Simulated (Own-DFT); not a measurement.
## Calculated data, Al$_{3}$GaAs$_{4}$ (zincblende random alloy, strained, atoms displaced)

A calculation, not a measurement: plane-wave density functional theory by an unreviewed code, no spin, of a simulated periodic cell, stress positive in tension, run twice, with PBE and with PBEsol, both on files made for PBE, so the change isn't that of files made for PBEsol, forces on such cells passed a denser k mesh, this cell's mesh not checked; the far tail of each file's local potential was reset to the Coulomb form; each entry is a single point on an unrelaxed cell, so the pressure reflects the starting lattice, mostly measured values (interpolated for alloys), from which strain is counted, and rises with the displacements; printed positions are rounded, which can move forces by about a meV/angstrom; the program, named Own-DFT, is a retired in-house code; no spin-orbit coupling; stress was not checked against mesh or cutoff. Program: Own-DFT development build.

```cif
# cell vector a (Å): 11.4638 -0.1415 0.0570
# cell vector b (Å): -0.1415 11.1643 0.0597
# cell vector c (Å): 0.0570 0.0597 11.1378
data_Al3GaAs4
_symmetry_space_group_name_H-M 'P 1'
_symmetry_Int_Tables_number 1
_cell_length_a 11.4648
_cell_length_b 11.1654
_cell_length_c 11.1381
_cell_angle_alpha 89.390
_cell_angle_beta 89.426
_cell_angle_gamma 91.432
_cell_volume 1425.17
loop_
_atom_site_label
_atom_site_type_symbol
_atom_site_fract_x
_atom_site_fract_y
_atom_site_fract_z
_atom_site_occupancy
Al1 Al 0.99689 0.99971 0.99402 1
Al2 Al 0.00069 0.24908 0.25799 1
Al3 Al 0.24857 0.99155 0.24903 1
Al4 Al 0.25241 0.25211 0.99952 1
As1 As 0.11690 0.12507 0.13328 1
As2 As 0.13179 0.37566 0.37660 1
As3 As 0.37834 0.12840 0.37883 1
As4 As 0.37730 0.37313 0.12560 1
Al5 Al 0.00182 0.99643 0.49588 1
Al6 Al 0.00604 0.25462 0.74270 1
Ga1 Ga 0.24502 0.00314 0.74611 1
Al7 Al 0.24697 0.24675 0.49207 1
As5 As 0.12120 0.12951 0.62850 1
As6 As 0.12597 0.36887 0.87377 1
As7 As 0.37555 0.12790 0.87733 1
As8 As 0.37137 0.37943 0.62470 1
Al8 Al 0.99808 0.50201 0.00216 1
Al9 Al 0.00540 0.74448 0.25427 1
Al10 Al 0.24741 0.50231 0.24814 1
Ga2 Ga 0.25023 0.75345 0.99973 1
As9 As 0.12211 0.62565 0.11804 1
As10 As 0.13517 0.86882 0.37934 1
As11 As 0.37623 0.62579 0.37151 1
As12 As 0.38205 0.86947 0.12045 1
Ga3 Ga 0.99999 0.50013 0.49663 1
Al11 Al 0.99582 0.74873 0.75067 1
Ga4 Ga 0.25537 0.50464 0.74822 1
Al12 Al 0.25237 0.75170 0.50322 1
As13 As 0.12053 0.61882 0.63406 1
As14 As 0.13105 0.87684 0.87039 1
As15 As 0.37858 0.63218 0.86389 1
As16 As 0.37901 0.87568 0.62748 1
Al13 Al 0.50069 0.00427 0.99697 1
Al14 Al 0.49686 0.24273 0.24942 1
Al15 Al 0.75021 0.00083 0.25068 1
Al16 Al 0.74419 0.24785 0.00107 1
As17 As 0.62664 0.12584 0.12260 1
As18 As 0.62421 0.38021 0.38002 1
As19 As 0.87710 0.12247 0.37640 1
As20 As 0.87368 0.37675 0.12727 1
Al17 Al 0.51099 0.98898 0.48820 1
Al18 Al 0.50107 0.24642 0.74854 1
Ga5 Ga 0.75082 0.00914 0.74916 1
Al19 Al 0.75209 0.24776 0.49671 1
As21 As 0.62298 0.11748 0.62676 1
As22 As 0.61525 0.36218 0.87682 1
As23 As 0.87255 0.12393 0.87126 1
As24 As 0.87516 0.37542 0.61935 1
Al20 Al 0.49508 0.50385 0.98774 1
Ga6 Ga 0.50514 0.75867 0.25227 1
Al21 Al 0.75558 0.50245 0.26226 1
Ga7 Ga 0.75239 0.75273 0.00051 1
As25 As 0.61498 0.61917 0.12934 1
As26 As 0.63219 0.87061 0.37119 1
As27 As 0.87510 0.63147 0.37856 1
As28 As 0.86996 0.87578 0.12477 1
Al22 Al 0.49687 0.50114 0.50868 1
Al23 Al 0.49231 0.74769 0.75060 1
Ga8 Ga 0.75877 0.50089 0.76300 1
Al24 Al 0.75326 0.74686 0.49633 1
As29 As 0.63024 0.62571 0.62290 1
As30 As 0.62422 0.87614 0.87728 1
As31 As 0.87855 0.61514 0.88000 1
As32 As 0.87237 0.87964 0.62535 1
_calc_functional 'PBE, then PBEsol'
_calc_potential_files 'PseudoDojo norm-conserving, scalar-relativistic, standard set'
_calc_wave_cutoff 42  # hartree
_calc_occupations 'Fermi-Dirac'
_calc_smearing_width 0.1  # eV
_calc_k_mesh '3 x 3 x 3 centred on Gamma'
_calc_PBE_pressure 4.66  # GPa
_calc_PBE_stress_xx -3.61  # GPa
_calc_PBE_stress_yy -5.11  # GPa
_calc_PBE_stress_zz -5.26  # GPa
_calc_PBE_stress_yz 0.91  # GPa
_calc_PBE_stress_xz 0.62  # GPa
_calc_PBE_stress_xy -1.84  # GPa
_calc_PBEsol_pressure 2.43  # GPa
_calc_PBEsol_stress_xx -1.39  # GPa
_calc_PBEsol_stress_yy -2.88  # GPa
_calc_PBEsol_stress_zz -3.03  # GPa
_calc_PBEsol_stress_yz 0.91  # GPa
_calc_PBEsol_stress_xz 0.63  # GPa
_calc_PBEsol_stress_xy -1.79  # GPa
_calc_rms_change_of_force_components_from_PBE_to_PBEsol 0.042  # eV/angstrom
```

Force:
```
force element  PBE force x (eV/Å)  PBE force y (eV/Å)  PBE force z (eV/Å)  PBEsol force x (eV/Å)  PBEsol force y (eV/Å)  PBEsol force z (eV/Å)
           Al               0.331                0.05                0.34                  0.324                  0.049                  0.334
           Al              -0.082               0.742              -0.646                 -0.082                  0.732                 -0.636
           Al                0.75               0.905               -0.57                  0.736                  0.887                 -0.561
           Al              -0.471              -0.379               0.514                 -0.462                 -0.371                  0.502
           As               0.761              -0.448              -0.774                  0.741                 -0.438                 -0.753
           As              -0.982               0.195              -0.221                 -1.023                  0.244                 -0.166
           As              -0.383              -1.561              -0.031                 -0.375                  -1.53                 -0.027
           As              -0.271               0.499              -0.043                  -0.26                  0.486                 -0.041
           Al               0.384                 0.1               0.265                  0.378                  0.098                  0.263
           Al              -1.215               0.191                 0.5                 -1.194                  0.192                  0.491
           Ga               1.114               0.414              -0.217                  1.072                  0.389                 -0.193
           Al               0.532               0.256               1.106                  0.524                  0.251                  1.095
           As               0.396              -0.791               -1.18                  0.449                 -0.839                 -1.103
           As               0.111               0.995               0.491                  0.159                  1.026                  0.432
           As              -0.493              -0.436              -0.227                  -0.53                 -0.469                  -0.27
           As              -0.101              -1.371               0.175                 -0.168                 -1.281                  0.234
           Al               0.654              -1.283              -0.248                  0.644                 -1.265                 -0.246
           Al              -0.127                0.97              -0.751                 -0.123                  0.955                 -0.738
           Al               0.615               0.075              -0.607                  0.609                  0.079                   -0.6
           Ga               0.321               -0.17              -0.517                  0.312                 -0.162                 -0.498
           As               0.384              -0.035               0.772                  0.438                  0.032                  0.697
           As              -1.247               0.181              -0.046                 -1.225                  0.175                 -0.044
           As              -0.107               0.129                0.65                 -0.043                  0.187                  0.585
           As              -0.554               0.849               0.491                 -0.541                  0.719                  0.484
           Ga               0.346               0.104               0.146                  0.328                  0.094                  0.174
           Al               0.145               0.238              -0.106                  0.138                  0.231                 -0.106
           Ga              -0.634               -0.62               0.294                 -0.619                 -0.603                  0.276
           Al                0.35              -1.077               0.586                  0.346                  -1.06                  0.578
           As               0.157               0.783              -0.862                   0.17                  0.656                 -0.849
           As              -1.126              -0.462               0.624                 -0.973                  -0.44                  0.597
           As              -1.714              -1.275               2.136                  -1.81                 -1.276                  2.089
           As              -0.329               0.427              -0.493                 -0.378                   0.47                 -0.436
           Al               0.151              -0.234              -0.087                  0.153                 -0.232                 -0.088
           Al               0.969               1.181              -0.283                  0.955                  1.165                 -0.281
           Al               0.245               0.429              -0.645                  0.238                   0.42                  -0.64
           Al               1.116               0.551              -0.441                  1.099                  0.543                 -0.438
           As              -0.573              -0.676               1.057                 -0.569                 -0.666                  1.036
           As              -0.395              -0.899                   0                  -0.39                  -0.88                  0.004
           As              -0.336              -0.234               0.221                 -0.328                 -0.234                  0.222
           As              -0.125              -0.393               0.464                 -0.121                 -0.384                  0.457
           Al              -0.946               0.876               0.989                 -0.934                   0.86                  0.975
           Al              -0.663              -0.002              -1.019                 -0.654                 -0.004                 -1.005
           Ga              -0.376              -1.094               0.027                 -0.369                 -1.058                  0.032
           Al              -0.638               0.062               0.279                 -0.628                  0.062                  0.274
           As              -0.141               0.621              -0.876                 -0.064                  0.545                 -0.793
           As               1.022               1.352               0.116                  1.048                  1.363                  0.085
           As               0.642               1.097                0.48                  0.555                   1.01                  0.395
           As              -0.188              -0.177               0.717                 -0.157                 -0.064                  0.688
           Al               0.207              -0.385               0.693                  0.201                 -0.377                  0.681
           Ga                -0.5              -1.118              -0.618                 -0.487                 -1.101                 -0.607
           Al              -0.695              -0.113              -1.277                 -0.684                 -0.112                 -1.254
           Ga              -0.857              -0.884               0.053                 -0.838                 -0.842                  0.066
           As               1.087               0.168              -0.242                  1.057                  0.274                 -0.219
           As               0.433              -0.033               0.299                  0.355                 -0.104                  0.219
           As               0.732              -0.631              -0.103                   0.78                 -0.674                 -0.049
           As               1.116              -0.165               0.575                  1.028                 -0.227                  0.499
           Al               0.505               0.434              -0.949                  0.499                  0.429                 -0.934
           Al                2.61               1.491              -1.436                  2.574                  1.476                  -1.42
           Ga              -1.456               -1.14              -1.418                 -1.396                 -1.094                 -1.374
           Al              -0.141               0.787                0.84                  -0.14                  0.773                  0.833
           As              -0.361              -0.144               1.058                 -0.314                 -0.181                  1.078
           As               0.023              -0.207              -0.476                  0.133                 -0.202                 -0.463
           As              -0.041               1.861               0.409                 -0.167                  1.802                  0.367
           As               0.062              -0.576               0.044                  0.004                 -0.503                   0.09
```
